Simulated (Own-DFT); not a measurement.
Simulation results for AlGa3N4 (wurtzite random alloy, strained, atoms displaced)

Computed with Own-DFT development build. A calculation, not a measurement: plane-wave PBE density functional theory by an unreviewed code, no spin, of a simulated periodic cell, stress positive in tension, free energy of the whole cell less one offset for each atom, forces on such cells passed a denser k mesh, this cell's mesh not checked; offsets are fitted by least squares, one for each functional and potential file, so energies compare only between cells with the same atoms and settings and are not formation energies; the far tail of each file's local potential was reset to the Coulomb form; each entry is a single point on an unrelaxed cell, so the pressure reflects the starting lattice, mostly measured values, from which strain is counted, and rises with the displacements; printed positions are rounded, which can move forces by about a meV/angstrom; the program is a retired in-house code; no spin-orbit coupling.

Settings shared by all entries: functional PBE; potential files PseudoDojo norm-conserving, scalar-relativistic, standard set with the stringent files for Ga; wave cutoff 96 hartree; occupations Gaussian; smearing width 0.01 eV; k mesh 4 x 4 x 3 centred on Gamma.

(1) AlGa3N4 (wurtzite random alloy, strained, atoms displaced)

```
AlGa3N4
1.0
      9.5092     0.0000     0.0000
     -4.7546     8.2353     0.0000
      0.0000     0.0000    10.3455
Ga N Ga N Al Ga N Ga N Al Ga N Ga N Ga Al N Al Ga N Al Ga N Ga N Ga N Al Ga N Ga N Al Ga N Ga Al N Al Ga N Ga N Ga N
2 2 2 2 1 1 2 2 2 1 1 2 2 2 1 1 2 1 1 2 1 1 2 2 2 2 2 1 1 2 2 2 1 1 2 1 1 2 1 1 2 2 2 2 2
Direct
  0.11974 0.22366 0.00490
  0.23350 0.12127 0.25099
  0.10638 0.21082 0.19055
  0.21233 0.11458 0.44320
  0.10875 0.22904 0.50179
  0.22772 0.11836 0.74479
  0.10133 0.21079 0.69100
  0.21857 0.11384 0.94596
  0.11145 0.55449 0.99630
  0.23938 0.45599 0.24878
  0.12008 0.55472 0.18493
  0.22985 0.44132 0.43691
  0.11340 0.55575 0.50210
  0.22227 0.43720 0.75184
  0.11693 0.55284 0.69394
  0.22239 0.45515 0.93300
  0.10923 0.88304 0.99504
  0.22083 0.78500 0.24691
  0.11302 0.89143 0.18919
  0.22055 0.77973 0.44154
  0.11086 0.89569 0.49867
  0.21115 0.77003 0.74479
  0.11935 0.88980 0.69505
  0.21942 0.78599 0.93714
  0.44296 0.23246 0.00044
  0.54583 0.10773 0.24245
  0.44239 0.21921 0.18990
  0.55078 0.11904 0.43823
  0.44369 0.21949 0.49807
  0.55613 0.11106 0.73835
  0.44396 0.22091 0.69370
  0.56387 0.11794 0.95279
  0.44795 0.56410 0.99642
  0.55564 0.44142 0.25425
  0.44116 0.55486 0.18483
  0.55868 0.44037 0.43235
  0.43258 0.55793 0.50411
  0.56032 0.45545 0.75432
  0.44879 0.55824 0.68833
  0.54512 0.44297 0.94290
  0.44125 0.88130 0.00146
  0.55691 0.77154 0.25096
  0.44495 0.88898 0.19210
  0.55986 0.77966 0.43451
  0.44458 0.88549 0.50132
  0.55531 0.77536 0.74873
  0.44413 0.89669 0.68972
  0.54968 0.78266 0.93911
  0.78412 0.22581 0.99483
  0.90120 0.11014 0.24947
  0.77025 0.22532 0.19057
  0.89355 0.11879 0.43445
  0.78491 0.22735 0.50316
  0.89025 0.11669 0.75358
  0.76925 0.21720 0.68705
  0.88470 0.11940 0.94592
  0.78304 0.56322 0.98811
  0.90318 0.44410 0.24788
  0.77879 0.56181 0.19206
  0.89584 0.44959 0.42997
  0.77426 0.55890 0.49915
  0.88418 0.43972 0.74487
  0.78109 0.55249 0.69325
  0.88217 0.43977 0.94100
  0.77833 0.88330 0.00264
  0.90055 0.78774 0.25111
  0.77568 0.88084 0.18700
  0.88045 0.77824 0.43600
  0.77781 0.88999 0.49284
  0.89203 0.77938 0.76193
  0.77407 0.89215 0.68777
  0.89991 0.77590 0.93421
```

It finds free energy of cell above offsets -8.746 eV; pressure 5.86 GPa; stress xx -8.55 GPa; stress yy -5.69 GPa; stress zz -3.34 GPa; stress yz 0.26 GPa; stress xz 1.02 GPa; stress xy 0.29 GPa.

Force:
```
element  x (eV/Å)  y (eV/Å)  z (eV/Å)
     Ga    -2.119     0.729    -0.216
     Ga    -1.115    -1.398     0.626
      N     1.495     2.527    -0.484
      N     2.047     0.506    -0.266
     Ga     0.193    -0.969     0.141
     Ga    -0.016    -1.263     1.537
      N     0.532     1.717    -0.588
      N     1.034    -1.569    -1.366
     Al    -0.881     0.658     0.246
     Ga    -2.214    -2.052     0.318
      N    -1.054     0.163    -0.528
      N    -1.929     0.569    -0.211
     Ga    -0.352     0.127    -0.486
     Ga     0.002     0.125    -0.185
      N    -0.749    -0.941    -1.142
      N     1.224    -0.423     1.566
     Al     0.365     2.082     1.302
     Ga     1.136     -1.14     0.654
      N     0.072     0.849     -1.51
      N     0.931      0.26    -0.056
     Ga    -0.193    -0.898     0.714
     Ga     1.936     0.996     1.223
      N    -2.309     0.524    -1.238
      N     0.688    -1.952     0.255
     Ga     1.426    -2.288     0.297
     Al     1.834     0.718     0.872
      N     0.497     0.777    -0.286
      N     1.681    -1.497    -0.043
     Al    -0.936     0.765     0.484
     Ga    -0.987     0.021     2.836
      N    -0.095     1.672    -1.734
      N    -1.774    -0.997    -1.842
     Al    -0.772    -0.585     0.502
     Ga     0.706     0.703     -1.53
      N     2.108     0.418    -1.419
      N    -0.692     0.141     2.892
     Ga      3.11     0.436    -0.475
     Ga     0.466    -1.745    -0.276
      N    -0.754    -0.544     0.026
      N     0.204     2.588    -0.806
     Ga    -1.516     2.386     0.365
     Ga    -0.602     0.854    -0.534
      N     0.092    -0.064    -0.006
      N    -1.685    -0.172      1.14
     Al    -0.551     1.279    -0.528
     Ga    -0.919     1.443     0.273
      N     0.494    -2.474    -1.357
      N     2.487    -1.693    -0.453
     Ga    -2.197     0.074     2.633
     Ga    -3.538     -0.37     -0.21
      N     1.158    -0.078     0.407
      N    -1.063    -0.328     1.082
     Al    -1.181     -0.18    -1.879
     Ga    -0.874    -1.269     0.726
      N     1.804     1.139    -1.212
      N     3.428     -2.01    -1.347
     Ga    -0.462    -2.201     2.847
     Al    -1.907    -0.191    -0.619
      N     1.419     -0.51    -0.905
      N    -0.689    -0.435     1.775
     Al     0.733    -0.381    -0.567
     Ga     1.009    -0.142     1.237
      N    -1.055     1.168     -1.58
      N     1.419      2.04    -1.176
     Ga     -0.64     1.139    -0.435
     Ga    -0.809    -1.766    -0.196
      N     0.029     0.923      0.21
      N     1.515     -0.64     0.982
     Ga    -0.144     0.944     1.257
     Ga    -0.229     0.679    -4.064
      N     1.108      -0.3     0.204
      N    -1.381     1.324     2.127
```

(2) AlGa3N4 (wurtzite random alloy, strained, atoms displaced)

```
AlGa3N4
1.0
      9.5092     0.0000     0.0000
     -4.7546     8.2353     0.0000
      0.0000     0.0000    10.3455
Ga N Ga N Ga N Ga Al N Ga N Ga N Ga Al N Ga N Ga N Ga N Al Ga N Ga N Ga Al N Ga Al N Ga Al N Ga N Al N Al Ga N
2 2 2 2 2 2 1 1 2 2 2 2 2 1 1 2 2 2 2 2 2 2 1 1 2 2 2 1 1 2 1 1 2 1 1 2 2 2 2 2 1 1 2
Direct
  0.10810 0.22608 0.00341
  0.21430 0.10980 0.24938
  0.11088 0.23739 0.18846
  0.21349 0.09696 0.44062
  0.10708 0.23855 0.49419
  0.22400 0.11554 0.75489
  0.11128 0.21855 0.69113
  0.22543 0.11096 0.93965
  0.11006 0.55710 0.99898
  0.22031 0.44638 0.25554
  0.10458 0.55124 0.19498
  0.21472 0.43867 0.43142
  0.12112 0.57274 0.50309
  0.22303 0.44977 0.74140
  0.12002 0.56346 0.69523
  0.21711 0.44096 0.94237
  0.11486 0.89885 0.01110
  0.22643 0.78259 0.24778
  0.10766 0.88730 0.19221
  0.21954 0.78194 0.43928
  0.11999 0.89792 0.50309
  0.23196 0.77921 0.75054
  0.11258 0.88546 0.68609
  0.21878 0.77105 0.93293
  0.44825 0.22804 0.00542
  0.55571 0.10932 0.25131
  0.44622 0.21601 0.18514
  0.55243 0.11079 0.43516
  0.45600 0.23419 0.49494
  0.55151 0.11035 0.74185
  0.45000 0.21819 0.68188
  0.55905 0.11276 0.93934
  0.44613 0.56059 0.99531
  0.55203 0.44130 0.24171
  0.44711 0.56525 0.18668
  0.54545 0.43294 0.44529
  0.45582 0.55924 0.50283
  0.55796 0.44648 0.75671
  0.43478 0.54524 0.68687
  0.55074 0.43439 0.93323
  0.44846 0.88599 0.99349
  0.56071 0.77756 0.24919
  0.43807 0.88234 0.18849
  0.54701 0.76950 0.43642
  0.44615 0.88614 0.49560
  0.56134 0.78157 0.75594
  0.44981 0.89330 0.69017
  0.56060 0.77819 0.94139
  0.77194 0.20793 0.99675
  0.88300 0.10472 0.25484
  0.78178 0.22754 0.18151
  0.88902 0.11273 0.44124
  0.77777 0.22140 0.50026
  0.90459 0.12018 0.75680
  0.77667 0.21913 0.69444
  0.88864 0.11084 0.93835
  0.77547 0.55105 0.99575
  0.88880 0.44504 0.25474
  0.78671 0.55051 0.18781
  0.88413 0.43753 0.43821
  0.78051 0.56169 0.49586
  0.89048 0.43853 0.75654
  0.78133 0.55913 0.67836
  0.88326 0.43162 0.93987
  0.77824 0.88991 0.99597
  0.89847 0.77697 0.25287
  0.77510 0.88417 0.18657
  0.88197 0.77252 0.43151
  0.78171 0.90106 0.49509
  0.89949 0.77748 0.75229
  0.77533 0.88475 0.70029
  0.88590 0.77700 0.93701
```

Results for AlGa3N4 (wurtzite random alloy, strained, atoms displaced): free energy of cell above offsets -9.157 eV; pressure 5.76 GPa; stress xx -3.84 GPa; stress yy -8.42 GPa; stress zz -5.02 GPa; stress yz 2.07 GPa; stress xz 0.57 GPa; stress xy 0.17 GPa.

Force:
```
element  x (eV/Å)  y (eV/Å)  z (eV/Å)
     Ga     0.568    -0.329     -0.14
     Ga     0.342     0.829     0.675
      N     0.115    -3.039     0.679
      N    -0.448     4.311    -1.418
     Ga     2.082    -3.152     1.735
     Ga     1.144    -0.713     -1.11
      N    -0.749     1.778    -0.518
      N    -0.596       0.6     0.618
     Ga    -0.278    -0.801     0.952
     Ga     0.164     1.324    -1.871
      N     -0.29     0.933    -0.583
      N     0.535     3.138     2.001
     Ga      -0.6    -2.263    -0.046
     Al     0.201    -1.274     1.636
      N    -0.097    -1.543    -1.181
      N     0.631     0.986    -1.945
     Ga      0.24     -1.54    -1.999
     Ga    -0.485    -1.421      0.52
      N    -0.027     0.275     0.085
      N     0.919       0.4    -0.582
     Ga    -1.099    -2.343      0.55
     Ga    -1.154      0.84    -0.081
      N     0.566     0.872     0.811
      N     0.604     1.759     1.725
     Ga     0.454    -1.756    -1.099
     Al     0.543    -0.029    -0.989
      N    -0.554    -0.017     1.554
      N     0.921    -0.352    -0.584
     Ga    -1.055    -4.576     1.465
     Ga     1.052     0.347     1.655
      N    -1.846     1.087     0.645
      N    -1.216     -1.83      -0.5
     Ga    -0.311    -1.321     0.698
     Ga     0.418     0.586     0.904
      N      0.41    -1.851    -0.242
      N     0.511     4.266    -2.834
     Ga    -1.147    -1.103    -0.101
     Ga     0.476    -0.505    -2.833
      N     0.391     1.124     0.835
      N    -0.307     1.818     1.593
     Al    -1.276     0.449     0.803
     Ga     -0.95     0.261     0.003
      N     1.256     1.826    -1.089
      N     1.588      1.72     0.324
     Ga    -0.746     0.546      0.71
     Ga    -0.537    -0.705    -0.974
      N      0.52    -1.124     -0.87
      N     -0.46      0.89     0.178
     Ga     -0.24     1.387     0.733
     Al    -0.196     1.097    -1.444
      N    -0.107    -1.319     2.496
      N    -0.446    -0.819    -1.331
     Ga    -0.795     0.212     0.888
     Al    -1.836    -1.619    -0.754
      N     1.613    -0.287    -0.731
      N     1.024    -1.301    -0.356
     Ga     0.663     0.152     0.631
     Al      0.62    -0.929     -0.63
      N    -1.384     1.091     0.271
      N     0.412      1.24     -0.29
     Ga      0.09    -1.302     0.048
     Ga    -0.711     0.773    -1.181
      N     0.131    -0.609     2.073
      N    -0.081     1.106      0.05
     Al      0.68    -0.089      0.45
     Al    -1.795    -1.008    -0.781
      N     1.731     1.233    -0.154
      N    -0.474     2.017     0.373
     Al     0.479    -2.425     1.461
     Ga    -1.028    -0.278    -0.608
      N     1.114     1.946    -2.131
      N     0.113     0.353     1.154
```

(3) AlGa3N4 (wurtzite random alloy, strained, atoms displaced)

```
AlGa3N4
1.0
      9.5092     0.0000     0.0000
     -4.7546     8.2353     0.0000
      0.0000     0.0000    10.3455
Ga N Ga N Ga N Ga N Al Ga N Ga N Ga N Al Ga N Ga Al N Al Ga N Al Ga N Al Ga N Ga N Al N Al Ga N Ga N Ga N Ga N
2 2 2 2 2 2 2 2 1 1 2 2 2 2 2 1 1 2 1 1 2 1 1 2 1 1 2 1 1 2 2 2 2 2 1 1 2 2 2 2 2 2 2
Direct
  0.11139 0.22633 0.00305
  0.21916 0.10633 0.24997
  0.11803 0.21840 0.19108
  0.21076 0.09737 0.44319
  0.10607 0.23002 0.50401
  0.22836 0.10967 0.74631
  0.10783 0.20978 0.69283
  0.21620 0.10210 0.93068
  0.11530 0.55971 0.99582
  0.21651 0.43987 0.25539
  0.11709 0.56285 0.18484
  0.21625 0.42845 0.44712
  0.10117 0.55567 0.50593
  0.21518 0.44504 0.75396
  0.11660 0.55947 0.68944
  0.21879 0.44366 0.94012
  0.10080 0.88395 0.99646
  0.22767 0.77374 0.26256
  0.10152 0.88406 0.19146
  0.21646 0.77197 0.43662
  0.10610 0.88643 0.49980
  0.22492 0.78565 0.75873
  0.10882 0.88508 0.68911
  0.22558 0.77811 0.94141
  0.44311 0.21983 0.01088
  0.55742 0.09990 0.25184
  0.43714 0.21388 0.18435
  0.56033 0.11221 0.43789
  0.44511 0.21897 0.50355
  0.55748 0.10551 0.74166
  0.43658 0.22263 0.68786
  0.56187 0.10959 0.93785
  0.43714 0.55574 0.99629
  0.56327 0.44372 0.24785
  0.44687 0.56257 0.19191
  0.56206 0.45139 0.44519
  0.44455 0.55167 0.49328
  0.54558 0.44467 0.74845
  0.43700 0.55098 0.68841
  0.55776 0.44423 0.93512
  0.44656 0.89455 0.00105
  0.54947 0.76907 0.24899
  0.43881 0.88841 0.19358
  0.55394 0.76952 0.43325
  0.43906 0.87477 0.49255
  0.54993 0.77375 0.75094
  0.44168 0.88605 0.68977
  0.56007 0.77182 0.94477
  0.78133 0.23238 0.99420
  0.88755 0.11462 0.24641
  0.76950 0.22020 0.18835
  0.90005 0.11452 0.43725
  0.78338 0.22108 0.50016
  0.88997 0.10313 0.75296
  0.77538 0.22319 0.68810
  0.88569 0.11555 0.94194
  0.78416 0.56339 0.00497
  0.89067 0.44791 0.25113
  0.77944 0.54684 0.20022
  0.89507 0.43849 0.43586
  0.78188 0.56305 0.50426
  0.89257 0.44749 0.74814
  0.77769 0.55613 0.68631
  0.88181 0.43697 0.94500
  0.77932 0.89324 0.00014
  0.88818 0.78071 0.25440
  0.77247 0.88461 0.18833
  0.89235 0.77195 0.43831
  0.78248 0.88704 0.50022
  0.88919 0.78546 0.74734
  0.78342 0.89006 0.68998
  0.89594 0.78176 0.93929
```

Results for AlGa3N4 (wurtzite random alloy, strained, atoms displaced): free energy of cell above offsets -9.400 eV; pressure 5.71 GPa; stress xx -5.19 GPa; stress yy -7.8 GPa; stress zz -4.13 GPa; stress yz 1.12 GPa; stress xz -0.57 GPa; stress xy -1.37 GPa.

Force:
```
element  x (eV/Å)  y (eV/Å)  z (eV/Å)
     Ga     0.676    -1.265    -0.443
     Ga     0.562    -0.763     1.069
      N    -1.845      0.81    -0.578
      N     1.262     2.731    -0.434
     Ga      2.07    -3.416     1.484
     Ga    -1.271    -0.638     0.617
      N    -1.613     1.114     0.117
      N     0.098     0.189     1.845
     Ga    -0.835    -0.517     1.024
     Ga     0.433     0.341    -0.214
      N     0.009    -1.227     0.548
      N      0.42     4.893    -1.494
     Ga     1.748    -0.213      -0.4
     Ga     1.093    -1.266    -0.664
      N     -0.93     0.281     0.574
      N    -0.045     0.005    -0.302
     Al     1.942     1.298     1.337
     Ga    -1.811     0.303    -2.882
      N     1.339    -0.066    -1.444
      N     1.117      0.44     2.411
     Ga     0.908    -0.185     0.683
     Ga    -0.085    -0.621    -0.997
      N      0.31     -0.01    -0.271
      N    -0.388     1.252     0.602
     Ga     -0.02    -0.149     -3.55
     Ga    -1.251     1.435     0.194
      N     0.828     1.428     2.975
      N    -0.123    -0.799     1.465
     Al    -0.596     0.096    -0.763
     Ga    -1.143     1.048     1.256
      N     2.357     0.174    -1.257
      N    -1.166    -0.782    -0.168
     Ga     1.583    -0.731     1.088
     Al    -1.417    -0.559     0.756
      N     0.789    -3.303    -0.598
      N    -0.614    -1.797    -1.415
     Al    -0.482    -0.408      1.01
     Ga     1.512     -0.29     0.292
      N    -0.412     0.804    -1.213
      N     0.261     0.479     1.462
     Al     0.497    -0.467     0.333
     Ga     0.151     2.011    -0.221
      N     0.955    -0.779    -1.673
      N    -0.577     0.307     1.655
     Al    -0.076     1.308     0.884
     Ga     0.624    -0.041     0.306
      N     0.249    -0.419    -1.748
      N    -1.969     1.557    -0.941
     Ga    -0.315    -2.805      1.59
     Ga     0.414    -0.453      0.15
      N     1.341     0.708    -0.377
      N    -2.649    -1.119    -0.035
     Al    -0.415     -0.21    -0.219
     Al    -0.577     1.306     0.125
      N     2.028    -0.405    -0.789
      N     0.971    -0.392    -1.248
     Al    -0.541    -1.044    -0.358
     Ga     1.714    -1.051    -0.008
      N    -2.131     1.532    -2.396
      N    -1.445    -0.516     0.928
     Ga     0.489    -1.808    -0.505
     Ga    -0.792    -0.236      0.66
      N    -0.166     0.238      1.07
      N    -0.103     4.268    -1.354
     Ga     0.408    -0.187     0.405
     Ga    -0.099    -0.581    -0.574
      N     0.095     0.583     0.276
      N    -1.177      0.79     0.173
     Ga    -0.411     0.342    -0.418
     Ga     1.308    -1.688     0.914
      N    -1.977     0.508    -0.313
      N    -1.094    -1.372    -0.012
```

(4) AlGa3N4 (wurtzite random alloy, strained, atoms displaced)

```
AlGa3N4
1.0
      9.5092     0.0000     0.0000
     -4.7546     8.2353     0.0000
      0.0000     0.0000    10.3455
Ga Al N Ga Al N Al Ga N Ga N Ga N Ga N Ga N Al Ga N Ga N Ga Al N Ga N Ga N Al N Ga Al N Al Ga N Ga N Ga N Ga N
1 1 2 1 1 2 1 1 2 2 2 2 2 2 2 2 2 1 1 2 2 2 1 1 2 2 2 2 2 2 2 1 1 2 1 1 2 2 2 2 2 2 2
Direct
  0.10317 0.21436 0.99895
  0.23508 0.11044 0.24671
  0.11698 0.21436 0.19470
  0.20926 0.09952 0.44457
  0.11377 0.22747 0.50722
  0.21419 0.10739 0.75869
  0.11572 0.23892 0.69301
  0.22201 0.11248 0.94416
  0.11118 0.55490 0.99835
  0.22796 0.44901 0.24438
  0.11039 0.55611 0.18937
  0.21315 0.44269 0.44222
  0.10297 0.55331 0.49686
  0.21869 0.44394 0.74604
  0.11510 0.56873 0.69103
  0.22903 0.44562 0.92981
  0.11004 0.87830 0.00010
  0.22253 0.78244 0.24651
  0.10783 0.88389 0.18810
  0.22928 0.78586 0.44584
  0.11274 0.89306 0.50062
  0.21863 0.77350 0.75051
  0.10244 0.88283 0.68862
  0.21657 0.77371 0.94118
  0.45235 0.22810 0.99682
  0.54909 0.10814 0.25129
  0.44077 0.22088 0.17935
  0.55443 0.11050 0.44396
  0.44142 0.22023 0.50205
  0.56278 0.12312 0.75933
  0.44206 0.21913 0.68966
  0.56089 0.11575 0.94013
  0.45182 0.56308 0.00499
  0.54310 0.43736 0.25661
  0.43979 0.55326 0.18638
  0.55616 0.44241 0.44433
  0.44993 0.55687 0.50602
  0.55370 0.44596 0.75138
  0.44575 0.55762 0.68287
  0.55579 0.43714 0.93297
  0.44684 0.88952 0.99327
  0.55383 0.78269 0.26036
  0.44497 0.89107 0.18780
  0.53907 0.76941 0.43841
  0.43671 0.88326 0.50521
  0.55088 0.78185 0.74790
  0.44773 0.89090 0.68792
  0.55727 0.78852 0.93495
  0.78888 0.22883 0.00017
  0.88866 0.11143 0.25001
  0.77244 0.22326 0.19731
  0.88150 0.10946 0.43909
  0.77036 0.22661 0.50579
  0.88764 0.11509 0.75122
  0.78682 0.22536 0.68268
  0.88676 0.10969 0.93560
  0.78180 0.55520 0.00404
  0.89839 0.45001 0.24702
  0.77643 0.54966 0.18572
  0.88245 0.43450 0.43965
  0.78426 0.56433 0.49636
  0.88793 0.44024 0.75625
  0.77584 0.54430 0.68933
  0.88254 0.43547 0.93561
  0.76719 0.88382 0.00517
  0.88386 0.77882 0.25526
  0.77981 0.88543 0.18630
  0.88712 0.77827 0.43005
  0.78088 0.89016 0.50183
  0.89124 0.77945 0.74445
  0.78314 0.89263 0.68516
  0.88314 0.77616 0.94477
```

Results for AlGa3N4 (wurtzite random alloy, strained, atoms displaced): free energy of cell above offsets -9.812 eV; pressure 5.33 GPa; stress xx -4.71 GPa; stress yy -5.72 GPa; stress zz -5.55 GPa; stress yz 0.6 GPa; stress xz -0.09 GPa; stress xy 0.78 GPa.

Force:
```
element  x (eV/Å)  y (eV/Å)  z (eV/Å)
     Ga     0.923     1.068     0.769
     Al    -2.216    -1.015     0.548
      N    -1.226     0.156    -0.414
      N     1.613     3.353    -1.755
     Ga     -0.86    -0.888     -1.07
     Al     0.566     0.561     -0.83
      N     0.235    -4.493     0.099
      N     0.471    -0.999    -1.316
     Al     0.523    -0.609    -0.217
     Ga     -1.17    -1.623     1.462
      N     1.055     0.502    -1.675
      N     1.366     0.558    -0.867
     Ga     0.405     0.639      0.75
     Ga     0.257     2.771     0.472
      N    -0.072    -2.781    -0.829
      N    -1.262     0.469     2.143
     Ga    -1.728     1.488     0.453
     Ga     0.408    -0.412     1.065
      N    -0.086     1.249     0.483
      N    -1.926    -1.635    -1.685
     Ga     0.016    -1.781     0.434
     Ga     0.141     2.088      0.31
      N      1.14     2.045     0.381
      N     1.326    -0.814    -0.408
     Ga    -0.865    -1.005    -0.079
     Ga      0.48      0.73       0.5
      N     0.306    -0.047      1.78
      N    -1.642    -0.053    -0.495
     Al    -0.001    -0.549     0.516
     Ga     0.093    -0.846    -1.866
      N    -1.217     0.539     0.083
      N     1.063      0.04     0.833
     Ga    -0.101    -0.908    -1.729
     Ga     1.348     0.552    -0.729
      N     1.139     1.213     0.657
      N    -0.304    -0.839    -0.462
     Ga    -1.257    -0.692    -1.464
     Al     0.261    -0.325    -0.773
      N     0.718    -0.169     2.336
      N     0.292     2.614     0.258
     Ga    -1.265     0.651     1.184
     Ga     0.426    -0.291     -1.64
      N     0.075    -0.421    -0.556
      N     1.616     0.819     0.875
     Ga     1.098      1.43    -0.012
     Ga     1.474    -0.531    -0.231
      N    -1.103     0.855     1.092
      N     0.531    -1.673    -0.074
     Al     -1.01    -1.477     1.102
     Al     0.233     0.132      0.67
      N     1.816     -0.51    -2.059
      N     0.492     0.254    -0.616
     Ga     1.037    -1.375    -1.444
     Al      0.71    -0.318    -0.669
      N    -0.302    -0.644     2.489
      N    -0.977     0.161    -0.078
     Al    -0.839    -0.215    -0.811
     Ga    -1.621    -1.203     1.091
      N    -0.771     0.405     0.258
      N    -0.347     2.258    -0.848
     Ga     0.285    -1.516     0.786
     Ga     0.351     0.728    -1.658
      N    -1.372     1.005    -0.175
      N     0.681      1.54     2.194
     Ga     1.336     0.666    -0.797
     Ga     1.037     -0.75    -2.504
      N    -1.604     1.262     1.259
      N     0.204     0.172     2.421
     Ga     -1.03     0.279    -0.726
     Ga    -1.176    -1.552     1.567
      N    -0.609      0.56     1.056
      N     0.409    -0.855    -0.822
```
